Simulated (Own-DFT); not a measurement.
# What a defect does to the pressure of its cell: C11b WSi2

No measurement is shown. These are fixed-geometry runs of a retired plane-wave code named Own-DFT, which no person has reviewed; spin and spin-orbit coupling are neglected.

Settings: PBEsol; PseudoDojo norm-conserving scalar-relativistic files, made for PBE; cutoff 50 hartree; 5 x 5 x 5 k mesh centred on Gamma; cold (Marzari-Vanderbilt) smearing of 0.2 eV.

Caveats: forces on such cells failed a check on a denser k mesh; stress not checked against mesh or cutoff.

All runs share one cell, with vectors in Å (-2.148, -5.953, 3.409); (-6.444, 2.976, 1.136); (-2.553, -2.948, -6.757) and a volume of 403.2 Å³. The atoms are randomly displaced, by u rms on each axis. The defect's site can differ from row to row.

```
              cell  formula   u (Å)  P (GPa)
         no defect  Si20W10  0.0180     0.20
         no defect  Si20W10  0.0211     0.45
         no defect  Si20W10  0.0572     2.45
     one W vacancy   Si20W9  0.0296    -0.27
     one W vacancy   Si20W9  0.0517     1.10
     one W vacancy   Si20W9  0.0523     1.53
one W on a Si site  Si19W11  0.0307     5.15
one W on a Si site  Si19W11  0.0319     5.42
one W on a Si site  Si19W11  0.0486     6.51
one Si on a W site   Si21W9  0.0309     2.81
one Si on a W site   Si21W9  0.0322     2.39
one Si on a W site   Si21W9  0.0505     3.88
    one Si vacancy  Si19W10  0.0284    -0.63
    one Si vacancy  Si19W10  0.0307    -0.67
    one Si vacancy  Si19W10  0.0444        ?
    one Si vacancy  Si19W10  0.0494    -0.08
```

## Fit

P = P0 + c u² + a shift for each defect gives P0 = 0.04 GPa, c = 738 ± 70 GPa/Å² and a scatter of 0.25 GPa. The shifts, and each times the cell's volume:

- one W on a Si site: 4.59 ± 0.20 GPa, 11.6 eV
- one Si on a W site: 1.87 ± 0.20 GPa, 4.7 eV
- one W vacancy: -0.80 ± 0.21 GPa, -2.0 eV
- one Si vacancy: -1.53 ± 0.20 GPa, -3.8 eV

Against the defect-free cell, a freed cell would be larger where the shift is positive and smaller where it is negative (160.2 GPa Å³ is 1 eV). The atoms around the defects weren't relaxed, which would change these numbers.

## Withheld run

Question: what pressure belongs in the blank (one Si vacancy, u = 0.0444 Å)?

Estimate: -0.04 ± 0.29 GPa. The hidden result is 0.02 GPa.
